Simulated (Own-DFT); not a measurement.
# An alloy series: diamond-structure SiGe

All numbers below are calculated, not measured. They come from Own-DFT, an in-house plane-wave density functional program, since retired, whose code no person has reviewed. Each row is one single-point run on a periodic cell that was not relaxed, without spin or spin-orbit coupling.

Settings of every run: PBE; PseudoDojo norm-conserving scalar-relativistic files; cutoff 42 hartree; 5 x 5 x 5 k mesh centred on Gamma; Fermi-Dirac smearing of 0.1 eV.

Known limits, some of them of some rows only: forces on such cells failed a check on a denser k mesh; forces on such cells moved up to 12 meV/angstrom on a denser k mesh; forces on such cells passed a denser k mesh, each cell not checked; stress not checked against mesh or cutoff.

Each cell has 16 atoms, with Ge and Si placed at random on their shared sites; x is the share of Ge. Lattice constants follow the straight line between measured values of the end members, and atoms start on the ideal sites of that lattice. Every atom was also moved at random, by a Gaussian of width 0.03 Å on each axis. u is the rms move along one axis. dE is the free energy for each Ge or Si site above the straight-line part, a + b x, of the fit below.

```
    x     cell   u (Å)  volume (Å³/atom)  P (GPa)  dE (meV/site)
0.125  Ge2Si14  0.0327            20.340     2.30           15.1
0.125  Ge2Si14  0.0262            20.340     2.21            7.0
0.125  Ge2Si14  0.0287            20.340     2.27            6.3
0.125  Ge2Si14  0.0318            20.340     2.19            7.2
0.250  Ge4Si12  0.0310            20.659     2.34           15.6
0.250  Ge4Si12  0.0332            20.659     2.45           22.4
0.250  Ge4Si12  0.0277            20.659     2.37           12.0
0.250  Ge4Si12  0.0343            20.659     2.29           13.9
0.500   Ge8Si8  0.0313            21.306     2.67           17.0
0.500   Ge8Si8  0.0341            21.306     2.90           28.8
0.500   Ge8Si8  0.0302            21.306     2.85           21.1
0.500   Ge8Si8  0.0321            21.306     2.76           21.1
0.750  Ge12Si4  0.0294            21.966        ?              ?
0.875  Ge14Si2  0.0306            22.302     3.74           12.7
0.875  Ge14Si2  0.0268            22.302     3.60            6.2
0.875  Ge14Si2  0.0326            22.302     3.66            7.5
0.875  Ge14Si2  0.0264            22.302     3.58            5.2
```

## Worked fit

Fit E = a + b x + W x (1 - x) + k (u² - 0.03²) to the rows shown. It gives W = 79 ± 16 meV/site and k = 15 ± 6 eV/Å², with a scatter of 3.5 meV/site. Part of W is bond strain that relaxing the atoms would remove. The pressures follow P = 2.12 + 0.76 x + 1.12 x² GPa, with a scatter of 0.07.

## Withheld member

Question: what pressure and dE should the cell at x = 0.750 give?

The fits give 3.3 GPa and 14 meV/site. The calculation gave 3.30 GPa and 14.4 meV/site.
